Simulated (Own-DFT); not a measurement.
Hf31O64 (monoclinic hafnia with one vacancy, atoms displaced) (calculated)

Computed with Own-DFT development build. A calculation, not a measurement: plane-wave density functional theory by an unreviewed code, no spin, of a simulated periodic cell, stress positive in tension, run twice, with PBE and with PBEsol, both on files made for PBE, so the change isn't that of files made for PBEsol, defect cell not probed for a lower state with spin; a neutral cation vacancy leaves holes that likely carry spin, which this run leaves out; hafnium file: forces about 75 meV/angstrom off all-electron values; oxygen file: force components 24 meV/angstrom off all-electron in one glass; forces on such cells passed a denser k mesh, this cell's mesh not checked; the far tail of each file's local potential was reset to the Coulomb form; each entry is a single point on an unrelaxed cell, so the pressure reflects the starting lattice, mostly measured values (interpolated for alloys), from which strain is counted, and rises with the displacements; printed positions are rounded, which can move forces by about a meV/angstrom; the program, named Own-DFT, is a retired in-house code; no spin-orbit coupling; stress was not checked against mesh or cutoff.

Settings shared by all entries: functional PBE, then PBEsol; potential files PseudoDojo norm-conserving, scalar-relativistic, standard set; wave cutoff 72 hartree; occupations Fermi-Dirac; smearing width 0.1 eV; k mesh 2 x 2 x 2 centred on Gamma.

```json
{"entry": 1, "formula": "Hf31O64", "kind": "monoclinic hafnia with one vacancy, atoms displaced", "structure": {"cell_angstrom": [[10.234, 0.0, 0.0], [0.0, 10.35, 0.0], [-1.6955, 0.0, 10.4453]], "atoms_fractional": [["Hf", 0.13566, 0.02334, 0.10038], ["Hf", 0.3599, 0.25831, 0.14677], ["Hf", 0.36091, 0.47527, 0.39145], ["Hf", 0.14179, 0.21979, 0.35388], ["O", 0.03455, 0.15948, 0.17683], ["O", 0.46529, 0.42137, 0.07708], ["O", 0.46839, 0.33679, 0.33846], ["O", 0.04312, 0.08149, 0.4262], ["O", 0.22234, 0.37383, 0.24487], ["O", 0.28261, 0.12696, 0.01064], ["O", 0.26574, 0.12084, 0.25878], ["O", 0.22504, 0.37244, 0.49885], ["Hf", 0.13756, 0.01202, 0.60867], ["Hf", 0.36202, 0.27288, 0.6534], ["Hf", 0.36537, 0.4842, 0.89185], ["Hf", 0.13241, 0.23315, 0.84946], ["O", 0.03545, 0.1651, 0.67668], ["O", 0.46355, 0.41879, 0.5759], ["O", 0.46206, 0.33185, 0.82562], ["O", 0.0517, 0.0801, 0.92208], ["O", 0.2271, 0.38314, 0.73972], ["O", 0.28568, 0.13831, 0.51092], ["O", 0.27372, 0.12098, 0.75427], ["O", 0.2272, 0.37786, 0.9856], ["Hf", 0.13995, 0.51529, 0.09646], ["Hf", 0.36241, 0.76052, 0.14441], ["Hf", 0.36625, 0.97739, 0.40116], ["Hf", 0.13334, 0.72553, 0.35377], ["O", 0.03413, 0.67019, 0.17755], ["O", 0.45922, 0.91211, 0.07804], ["O", 0.46167, 0.83696, 0.31759], ["O", 0.03674, 0.5812, 0.42073], ["O", 0.22235, 0.87765, 0.23561], ["O", 0.26872, 0.62942, 0.00969], ["O", 0.2779, 0.61335, 0.26579], ["O", 0.23083, 0.88187, 0.49056], ["Hf", 0.13947, 0.52477, 0.60818], ["Hf", 0.35871, 0.97485, 0.88407], ["Hf", 0.14019, 0.73045, 0.84102], ["O", 0.04422, 0.65874, 0.68063], ["O", 0.46713, 0.92219, 0.57825], ["O", 0.4657, 0.83851, 0.82324], ["O", 0.03187, 0.59582, 0.9178], ["O", 0.22799, 0.88534, 0.74904], ["O", 0.27621, 0.6322, 0.51274], ["O", 0.2696, 0.6153, 0.75498], ["O", 0.22766, 0.87726, 0.98895], ["Hf", 0.63628, 0.01837, 0.09714], ["Hf", 0.86815, 0.26813, 0.14644], ["Hf", 0.86083, 0.47692, 0.40496], ["Hf", 0.62922, 0.22581, 0.34806], ["O", 0.53819, 0.167, 0.17186], ["O", 0.96001, 0.41095, 0.08449], ["O", 0.95596, 0.32296, 0.32238], ["O", 0.5389, 0.08123, 0.42652], ["O", 0.72446, 0.38429, 0.23849], ["O", 0.7722, 0.12546, 0.01435], ["O", 0.78006, 0.11905, 0.26731], ["O", 0.72358, 0.37205, 0.48921], ["Hf", 0.63728, 0.02319, 0.60335], ["Hf", 0.86418, 0.25986, 0.64265], ["Hf", 0.85189, 0.48169, 0.89306], ["Hf", 0.64886, 0.23, 0.85454], ["O", 0.532, 0.16194, 0.66577], ["O", 0.9549, 0.41829, 0.57615], ["O", 0.96516, 0.33075, 0.82534], ["O", 0.53732, 0.07902, 0.92237], ["O", 0.72245, 0.37302, 0.74132], ["O", 0.77041, 0.13508, 0.50768], ["O", 0.77583, 0.11643, 0.76193], ["O", 0.72855, 0.37276, 0.99672], ["Hf", 0.63868, 0.52573, 0.10678], ["Hf", 0.87436, 0.77272, 0.14618], ["Hf", 0.8649, 0.9826, 0.40499], ["Hf", 0.64545, 0.7336, 0.35445], ["O", 0.5445, 0.66345, 0.17378], ["O", 0.95901, 0.91557, 0.07777], ["O", 0.96346, 0.83225, 0.32213], ["O", 0.53008, 0.58774, 0.42023], ["O", 0.72921, 0.88586, 0.2429], ["O", 0.771, 0.63573, 0.01328], ["O", 0.77428, 0.61949, 0.25936], ["O", 0.7256, 0.87696, 0.49206], ["Hf", 0.64147, 0.51552, 0.60683], ["Hf", 0.86342, 0.77009, 0.65085], ["Hf", 0.85431, 0.97148, 0.89912], ["Hf", 0.64587, 0.72789, 0.85959], ["O", 0.53814, 0.65647, 0.68148], ["O", 0.955, 0.91714, 0.57232], ["O", 0.95755, 0.83429, 0.81956], ["O", 0.5357, 0.57559, 0.9268], ["O", 0.72573, 0.87379, 0.73102], ["O", 0.77256, 0.62354, 0.51232], ["O", 0.7743, 0.62579, 0.7615], ["O", 0.71766, 0.85964, 0.99123]]}, "results": {"PBE_pressure [GPa]": 6.21, "PBE_stress_xx [GPa]": -6.74, "PBE_stress_yy [GPa]": -5.79, "PBE_stress_zz [GPa]": -6.11, "PBE_stress_yz [GPa]": -0.49, "PBE_stress_xz [GPa]": -0.85, "PBE_stress_xy [GPa]": 0.1, "PBEsol_pressure [GPa]": -0.13, "PBEsol_stress_xx [GPa]": -0.38, "PBEsol_stress_yy [GPa]": 0.48, "PBEsol_stress_zz [GPa]": 0.28, "PBEsol_stress_yz [GPa]": -0.47, "PBEsol_stress_xz [GPa]": -0.51, "PBEsol_stress_xy [GPa]": 0.08, "force_element": ["Hf", "Hf", "Hf", "Hf", "O", "O", "O", "O", "O", "O", "O", "O", "Hf", "Hf", "Hf", "Hf", "O", "O", "O", "O", "O", "O", "O", "O", "Hf", "Hf", "Hf", "Hf", "O", "O", "O", "O", "O", "O", "O", "O", "Hf", "Hf", "Hf", "O", "O", "O", "O", "O", "O", "O", "O", "Hf", "Hf", "Hf", "Hf", "O", "O", "O", "O", "O", "O", "O", "O", "Hf", "Hf", "Hf", "Hf", "O", "O", "O", "O", "O", "O", "O", "O", "Hf", "Hf", "Hf", "Hf", "O", "O", "O", "O", "O", "O", "O", "O", "Hf", "Hf", "Hf", "Hf", "O", "O", "O", "O", "O", "O", "O", "O"], "PBE_force_x [eV/angstrom]": [1.491, 0.234, -0.874, -0.693, -0.274, -0.906, 0.245, -0.912, 0.238, -0.066, 1.892, -0.256, 2.262, -0.23, -0.85, 1.958, -0.265, 0.652, 1.509, -2.528, -0.811, -0.623, -0.14, -0.788, -0.8, -0.444, -0.622, 2.005, 1.619, 1.202, 1.156, -0.599, -0.136, 0.648, -0.492, -1.719, 2.394, -0.137, 2.044, -3.6, 0.403, 1.722, -1.565, -2.006, -1.039, 0.375, -0.642, -0.711, -2.089, -0.029, 2.266, -0.687, 2.263, 0.952, -0.3, -0.311, 0.872, -0.475, -0.654, -0.45, -0.239, 1.855, -2.439, 0.285, 0.973, -1.279, 0.493, 0.369, 0.698, 0.412, -0.202, 0.758, -3.023, -0.626, -0.853, -2.106, 1.106, 0.09, 0.819, -0.375, 1.11, 0.581, -0.244, -1.814, -0.499, 1.098, -3.497, 0.534, 1.817, 0.769, 1.297, -0.637, 0.498, 0.741, 0.856], "PBE_force_y [eV/angstrom]": [-1.57, 2.074, 1.169, 2.389, -0.008, -1.248, -1.48, -0.731, -0.034, 0.861, -0.498, -0.221, 0.02, -0.089, -0.488, -0.064, -0.416, -0.157, -0.334, -0.625, -0.748, -0.932, 0.408, -0.787, 0.249, 1.642, -0.785, 1.112, -1.856, 0.178, -0.476, -0.29, -0.371, -0.025, 0.849, -0.226, -1.137, 0.487, 0.599, 1.899, 0.024, -0.758, -1.852, -0.425, -0.82, -0.088, -1.018, -0.715, -0.264, -0.322, 0.941, -0.148, 2.26, 0.579, 0.324, -0.853, -0.098, 0.487, -0.621, -1.288, 1.786, -0.257, -0.265, 1.093, -0.489, 1.104, 0.784, 0.423, -0.605, 0.061, -0.639, -2.111, -1.04, 0.093, -0.348, 1.864, 1.597, 0.732, 0.282, -0.736, -1.352, 0.659, -1.029, 0.652, -0.496, 0.653, -0.432, -0.249, -0.276, 0.458, 1.768, 0.355, 1.064, -1.186, 2.393], "PBE_force_z [eV/angstrom]": [0.429, -0.765, 2.203, 1.372, -0.632, 0.813, -1.512, 0.427, -1.181, 0.382, -0.248, -1.115, -0.285, -1.735, -0.128, 0.695, -0.991, 0.562, 0.938, -0.472, 0.338, -0.461, 0.377, 0.57, 0.759, 0.3, 0.234, 1.103, -1.0, -0.369, 0.749, 0.425, -0.005, -0.202, -1.599, -0.714, -1.145, 1.167, 2.007, -1.543, -0.189, 0.97, 1.117, -1.095, -0.925, 1.549, -0.171, 1.732, 1.304, -2.706, 1.028, -0.323, -1.668, 1.671, -1.107, 0.354, -0.989, -0.715, 0.117, 0.135, -0.069, 1.185, 0.414, 1.371, 1.309, 0.554, -0.727, 0.166, 0.386, 0.391, -1.852, 0.566, 1.099, -3.118, -0.125, 0.334, -1.365, 1.539, 0.2, -0.327, -0.784, 1.009, -0.497, -1.237, -1.765, -0.673, -2.211, 0.007, 2.018, 1.156, -0.953, 1.624, 0.171, 0.334, 0.031], "PBEsol_force_x [eV/angstrom]": [1.476, 0.206, -0.86, -0.658, -0.249, -0.876, 0.244, -0.889, 0.3, -0.129, 1.771, -0.166, 2.234, -0.243, -0.853, 1.891, -0.267, 0.637, 1.452, -2.429, -0.716, -0.662, -0.196, -0.723, -0.74, -0.436, -0.605, 1.946, 1.567, 1.165, 1.115, -0.579, -0.076, 0.572, -0.53, -1.656, 2.392, -0.164, 2.003, -3.494, 0.477, 1.697, -1.505, -1.975, -1.156, 0.211, -0.553, -0.686, -2.03, -0.051, 2.209, -0.677, 2.194, 0.912, -0.275, -0.242, 0.778, -0.521, -0.566, -0.477, -0.233, 1.785, -2.357, 0.29, 0.915, -1.24, 0.505, 0.409, 0.629, 0.333, -0.121, 0.741, -2.94, -0.634, -0.82, -2.042, 1.059, 0.083, 0.815, -0.311, 1.008, 0.479, -0.165, -1.779, -0.523, 1.055, -3.389, 0.697, 1.757, 0.712, 1.273, -0.538, 0.426, 0.667, 0.912], "PBEsol_force_y [eV/angstrom]": [-1.486, 2.037, 1.111, 2.275, 0.011, -1.186, -1.458, -0.727, -0.045, 0.841, -0.453, -0.214, 0.062, -0.043, -0.535, -0.114, -0.375, -0.139, -0.323, -0.601, -0.733, -0.909, 0.393, -0.737, 0.272, 1.68, -0.812, 1.024, -1.76, 0.172, -0.485, -0.28, -0.367, -0.043, 0.827, -0.127, -1.059, 0.4, 0.501, 1.871, 0.197, -0.681, -1.827, -0.348, -0.914, -0.163, -0.969, -0.652, -0.192, -0.361, 0.868, -0.128, 2.196, 0.542, 0.313, -0.822, -0.109, 0.478, -0.586, -1.228, 1.788, -0.291, -0.298, 1.068, -0.473, 1.044, 0.746, 0.408, -0.601, 0.076, -0.62, -2.017, -0.967, 0.045, -0.399, 1.823, 1.559, 0.682, 0.246, -0.729, -1.323, 0.649, -0.991, 0.69, -0.404, 0.575, -0.472, -0.323, -0.244, 0.425, 1.703, 0.335, 1.012, -1.151, 2.348], "PBEsol_force_z [eV/angstrom]": [0.394, -0.734, 2.181, 1.302, -0.566, 0.731, -1.507, 0.456, -1.147, 0.409, -0.259, -1.075, -0.3, -1.686, -0.105, 0.635, -0.909, 0.499, 0.849, -0.393, 0.325, -0.456, 0.357, 0.561, 0.706, 0.319, 0.294, 1.029, -0.907, -0.404, 0.684, 0.464, -0.019, -0.184, -1.562, -0.758, -1.113, 1.157, 1.924, -1.44, -0.322, 1.022, 1.119, -0.999, -0.989, 1.557, -0.173, 1.653, 1.325, -2.603, 0.995, -0.255, -1.665, 1.549, -1.017, 0.34, -0.977, -0.686, 0.12, 0.086, -0.038, 1.176, 0.379, 1.371, 1.209, 0.483, -0.647, 0.182, 0.383, 0.383, -1.827, 0.538, 1.114, -3.03, -0.163, 0.371, -1.382, 1.433, 0.225, -0.308, -0.784, 0.983, -0.487, -1.224, -1.671, -0.648, -2.176, 0.085, 1.926, 1.064, -0.869, 1.597, 0.161, 0.345, 0.013], "rms_change_of_force_components_from_PBE_to_PBEsol [eV/angstrom]": 0.056}}
{"entry": 2, "formula": "Hf31O64", "kind": "monoclinic hafnia with one vacancy, atoms displaced", "structure": {"cell_angstrom": [[10.234, 0.0, 0.0], [0.0, 10.35, 0.0], [-1.6955, 0.0, 10.4453]], "atoms_fractional": [["Hf", 0.13771, 0.01886, 0.10285], ["Hf", 0.36093, 0.26506, 0.14617], ["Hf", 0.13441, 0.22915, 0.3621], ["O", 0.03302, 0.16404, 0.16798], ["O", 0.46805, 0.41642, 0.08075], ["O", 0.46193, 0.33288, 0.32557], ["O", 0.0382, 0.08787, 0.42707], ["O", 0.22093, 0.38067, 0.23691], ["O", 0.27724, 0.12434, 0.00268], ["O", 0.27866, 0.12018, 0.26279], ["O", 0.23402, 0.36733, 0.49077], ["Hf", 0.13701, 0.01441, 0.60341], ["Hf", 0.35452, 0.26907, 0.62827], ["Hf", 0.36421, 0.48064, 0.8993], ["Hf", 0.13583, 0.23052, 0.84729], ["O", 0.03742, 0.16903, 0.66963], ["O", 0.46451, 0.41842, 0.57965], ["O", 0.45049, 0.32643, 0.82281], ["O", 0.03079, 0.08301, 0.91033], ["O", 0.21728, 0.3781, 0.74208], ["O", 0.27206, 0.12746, 0.50394], ["O", 0.27857, 0.12471, 0.76488], ["O", 0.21893, 0.37205, 0.99113], ["Hf", 0.13233, 0.52773, 0.11318], ["Hf", 0.3684, 0.77204, 0.13946], ["Hf", 0.357, 0.97473, 0.38681], ["Hf", 0.13913, 0.71655, 0.35569], ["O", 0.03215, 0.66522, 0.17887], ["O", 0.46238, 0.91531, 0.0727], ["O", 0.45856, 0.83213, 0.32126], ["O", 0.03731, 0.59313, 0.42956], ["O", 0.22928, 0.87976, 0.24822], ["O", 0.27436, 0.62847, 0.99795], ["O", 0.28232, 0.61966, 0.27015], ["O", 0.22516, 0.87428, 0.49803], ["Hf", 0.14135, 0.52276, 0.60066], ["Hf", 0.36687, 0.77849, 0.6437], ["Hf", 0.35741, 0.97085, 0.89603], ["Hf", 0.13616, 0.72222, 0.85235], ["O", 0.03982, 0.67026, 0.67069], ["O", 0.4619, 0.91685, 0.57622], ["O", 0.46633, 0.82827, 0.83584], ["O", 0.0431, 0.58582, 0.92948], ["O", 0.22853, 0.87857, 0.7467], ["O", 0.27464, 0.63103, 0.50527], ["O", 0.27815, 0.62551, 0.75282], ["O", 0.22354, 0.86977, 0.99363], ["Hf", 0.6435, 0.02147, 0.10826], ["Hf", 0.86832, 0.27068, 0.14375], ["Hf", 0.85858, 0.48521, 0.40028], ["Hf", 0.63489, 0.23079, 0.36067], ["O", 0.54069, 0.17282, 0.18237], ["O", 0.97051, 0.41248, 0.08223], ["O", 0.96665, 0.33923, 0.32618], ["O", 0.52972, 0.08483, 0.42221], ["O", 0.72371, 0.38674, 0.24134], ["O", 0.77242, 0.1228, 0.01839], ["O", 0.77415, 0.11615, 0.25402], ["O", 0.71472, 0.37716, 0.48109], ["Hf", 0.63864, 0.01646, 0.59794], ["Hf", 0.86741, 0.27362, 0.64742], ["Hf", 0.85903, 0.48585, 0.88988], ["Hf", 0.64142, 0.2341, 0.84253], ["O", 0.53721, 0.16394, 0.67853], ["O", 0.96235, 0.40903, 0.57433], ["O", 0.95958, 0.3266, 0.8319], ["O", 0.5429, 0.08109, 0.93629], ["O", 0.71883, 0.38623, 0.7439], ["O", 0.78274, 0.13189, 0.50861], ["O", 0.77236, 0.1299, 0.76481], ["O", 0.72269, 0.37434, 0.98866], ["Hf", 0.63445, 0.52209, 0.09818], ["Hf", 0.8614, 0.77578, 0.14344], ["Hf", 0.85855, 0.98414, 0.39298], ["Hf", 0.63917, 0.73196, 0.35257], ["O", 0.54646, 0.66078, 0.18054], ["O", 0.96193, 0.91986, 0.07528], ["O", 0.95449, 0.82475, 0.32215], ["O", 0.53422, 0.57963, 0.42565], ["O", 0.71918, 0.87961, 0.22286], ["O", 0.78756, 0.63873, 0.00792], ["O", 0.78352, 0.61671, 0.25813], ["O", 0.72627, 0.87, 0.49178], ["Hf", 0.63802, 0.52326, 0.60176], ["Hf", 0.86157, 0.76972, 0.64504], ["Hf", 0.86073, 0.9766, 0.90004], ["Hf", 0.63525, 0.72216, 0.85444], ["O", 0.53259, 0.67199, 0.67559], ["O", 0.95421, 0.91001, 0.57029], ["O", 0.96402, 0.83436, 0.82416], ["O", 0.53909, 0.57588, 0.91245], ["O", 0.72831, 0.865, 0.73523], ["O", 0.76809, 0.62699, 0.49529], ["O", 0.77056, 0.62948, 0.76108], ["O", 0.72833, 0.87672, 0.99356]]}, "results": {"PBE_pressure [GPa]": 5.22, "PBE_stress_xx [GPa]": -5.37, "PBE_stress_yy [GPa]": -5.39, "PBE_stress_zz [GPa]": -4.9, "PBE_stress_yz [GPa]": 0.78, "PBE_stress_xz [GPa]": 0.02, "PBE_stress_xy [GPa]": -0.15, "PBEsol_pressure [GPa]": -1.11, "PBEsol_stress_xx [GPa]": 0.97, "PBEsol_stress_yy [GPa]": 0.88, "PBEsol_stress_zz [GPa]": 1.48, "PBEsol_stress_yz [GPa]": 0.74, "PBEsol_stress_xz [GPa]": 0.36, "PBEsol_stress_xy [GPa]": -0.16, "force_element": ["Hf", "Hf", "Hf", "O", "O", "O", "O", "O", "O", "O", "O", "Hf", "Hf", "Hf", "Hf", "O", "O", "O", "O", "O", "O", "O", "O", "Hf", "Hf", "Hf", "Hf", "O", "O", "O", "O", "O", "O", "O", "O", "Hf", "Hf", "Hf", "Hf", "O", "O", "O", "O", "O", "O", "O", "O", "Hf", "Hf", "Hf", "Hf", "O", "O", "O", "O", "O", "O", "O", "O", "Hf", "Hf", "Hf", "Hf", "O", "O", "O", "O", "O", "O", "O", "O", "Hf", "Hf", "Hf", "Hf", "O", "O", "O", "O", "O", "O", "O", "O", "Hf", "Hf", "Hf", "Hf", "O", "O", "O", "O", "O", "O", "O", "O"], "PBE_force_x [eV/angstrom]": [0.361, -0.375, 1.863, 0.682, -0.384, 0.35, -1.825, -0.445, -0.636, -0.455, -2.188, 0.081, 0.491, -1.452, 1.256, -0.416, 0.942, 1.19, 0.09, 0.018, 0.148, -0.081, 0.617, 2.386, -1.078, -0.327, 1.947, 0.042, 0.356, 1.744, -2.344, -1.005, 0.831, -0.883, -0.44, 2.077, -1.756, 0.801, 0.828, -0.822, 1.696, 0.136, -2.151, -0.465, -0.356, -0.131, -0.475, -1.27, -1.688, 0.312, 0.121, -0.637, -0.33, -0.102, 0.618, 0.218, 1.597, 0.479, 0.529, -0.594, -0.76, 0.554, -2.303, -0.251, 0.782, -0.662, -0.987, 0.805, -0.734, 1.089, 0.844, 1.756, -0.295, 1.118, -0.529, -1.615, 1.258, 0.19, 0.855, -0.226, -0.954, -0.377, -0.808, -2.394, 0.371, -0.017, 0.654, 0.891, 2.013, 0.417, -0.214, -1.155, 0.484, 1.259, -0.752], "PBE_force_y [eV/angstrom]": [0.365, 1.635, 2.252, -0.305, 0.017, -0.618, -1.589, -0.993, 0.207, 0.248, 0.038, 0.304, 0.677, -1.219, -0.025, -0.292, -0.397, 0.303, -0.541, 0.674, -0.905, -0.9, -0.29, -1.879, -1.321, 0.727, 2.021, 0.171, -0.247, -0.336, -2.099, -0.155, 0.442, 0.802, -0.157, -0.28, -2.376, 2.254, 1.399, -0.62, 1.263, 0.133, -0.974, 0.259, 0.921, -0.875, -0.389, 1.228, 0.508, -1.166, 1.102, -0.589, 0.843, -0.316, -0.425, -0.91, 1.289, 0.698, -0.05, 0.488, -1.066, -0.775, -0.538, -0.554, 1.463, 1.241, 0.678, 0.134, -0.319, -1.693, 0.12, -1.546, -0.762, -1.087, -1.318, 1.246, 0.088, 1.665, 1.107, -1.428, -1.386, 1.139, 0.439, -0.135, -0.266, 0.771, 2.581, -0.902, 1.501, -0.285, -0.434, 2.317, 0.815, -1.826, -1.012], "PBE_force_z [eV/angstrom]": [-0.375, 0.529, -1.515, 0.572, -0.714, 0.033, -0.188, -0.678, 1.314, -0.854, -0.015, 0.676, 2.259, -1.076, 1.566, -0.582, 1.122, 0.097, 1.191, -0.897, 0.684, -1.365, -0.084, -0.189, 1.198, 1.673, 0.215, -0.358, 0.945, 0.394, 0.419, -1.871, 1.725, -1.958, -1.016, -0.12, 0.376, -0.075, -0.496, 0.068, -0.426, -0.479, -0.69, -0.818, 1.382, 0.667, -0.085, -1.204, 0.377, -2.334, -1.511, -0.892, -1.013, 0.304, 0.52, -0.307, -0.97, 1.663, 1.708, 1.209, 0.123, 1.786, 2.699, -1.746, 0.093, -0.36, -1.989, -0.858, 0.303, -0.85, -0.446, 1.691, 0.423, -0.466, -0.355, -1.237, 0.367, 1.265, -0.153, 3.012, -0.696, -0.245, -1.236, -1.086, 0.003, -1.246, 0.169, -0.642, 0.325, 0.228, 0.891, 0.179, 2.182, -0.698, -1.157], "PBEsol_force_x [eV/angstrom]": [0.36, -0.367, 1.837, 0.658, -0.36, 0.438, -1.77, -0.428, -0.684, -0.487, -2.155, 0.109, 0.448, -1.425, 1.238, -0.413, 0.958, 1.156, 0.083, 0.067, 0.077, -0.156, 0.667, 2.324, -1.066, -0.348, 1.923, 0.049, 0.318, 1.685, -2.267, -0.89, 0.75, -1.013, -0.355, 2.054, -1.739, 0.753, 0.823, -0.787, 1.653, 0.12, -2.082, -0.378, -0.501, -0.203, -0.378, -1.188, -1.626, 0.258, 0.08, -0.62, -0.327, -0.105, 0.622, 0.27, 1.505, 0.406, 0.572, -0.594, -0.706, 0.498, -2.227, -0.213, 0.735, -0.646, -0.943, 0.843, -0.771, 0.996, 0.889, 1.709, -0.31, 1.079, -0.511, -1.552, 1.208, 0.155, 1.004, -0.15, -0.985, -0.43, -0.725, -2.352, 0.348, -0.003, 0.648, 0.88, 1.943, 0.386, -0.206, -1.053, 0.412, 1.158, -0.655], "PBEsol_force_y [eV/angstrom]": [0.393, 1.641, 2.161, -0.284, 0.046, -0.762, -1.56, -1.01, 0.18, 0.228, -0.057, 0.345, 0.728, -1.232, -0.068, -0.254, -0.423, 0.307, -0.535, 0.634, -0.873, -0.871, -0.283, -1.824, -1.206, 0.675, 1.903, 0.166, -0.252, -0.34, -2.061, -0.128, 0.429, 0.882, -0.121, -0.191, -2.292, 2.152, 1.314, -0.59, 1.235, 0.119, -0.953, 0.252, 0.966, -0.846, -0.363, 1.247, 0.536, -1.173, 1.052, -0.55, 0.83, -0.342, -0.431, -0.872, 1.23, 0.657, -0.026, 0.509, -1.01, -0.801, -0.568, -0.516, 1.425, 1.201, 0.625, 0.117, -0.332, -1.623, 0.142, -1.501, -0.693, -1.101, -1.375, 1.239, 0.106, 1.613, 1.138, -1.392, -1.357, 1.117, 0.442, -0.105, -0.176, 0.708, 2.466, -0.856, 1.473, -0.3, -0.416, 2.232, 0.778, -1.778, -0.968], "PBEsol_force_z [eV/angstrom]": [-0.392, 0.579, -1.482, 0.59, -0.753, -0.087, -0.127, -0.754, 1.279, -0.823, 0.06, 0.609, 2.234, -1.029, 1.496, -0.51, 1.138, 0.035, 1.213, -0.877, 0.662, -1.326, -0.095, -0.212, 1.21, 1.645, 0.199, -0.3, 0.868, 0.322, 0.444, -1.822, 1.652, -1.97, -0.972, -0.141, 0.394, -0.035, -0.511, 0.127, -0.461, -0.523, -0.627, -0.796, 1.387, 0.661, -0.088, -1.214, 0.395, -2.275, -1.523, -0.807, -1.006, 0.252, 0.552, -0.295, -0.922, 1.611, 1.647, 1.138, 0.149, 1.768, 2.583, -1.661, 0.05, -0.429, -1.874, -0.812, 0.287, -0.819, -0.45, 1.646, 0.441, -0.417, -0.364, -1.163, 0.294, 1.165, -0.052, 2.916, -0.695, -0.22, -1.191, -1.109, 0.043, -1.169, 0.109, -0.554, 0.277, 0.172, 0.927, 0.16, 2.103, -0.663, -1.091], "rms_change_of_force_components_from_PBE_to_PBEsol [eV/angstrom]": 0.053}}
```
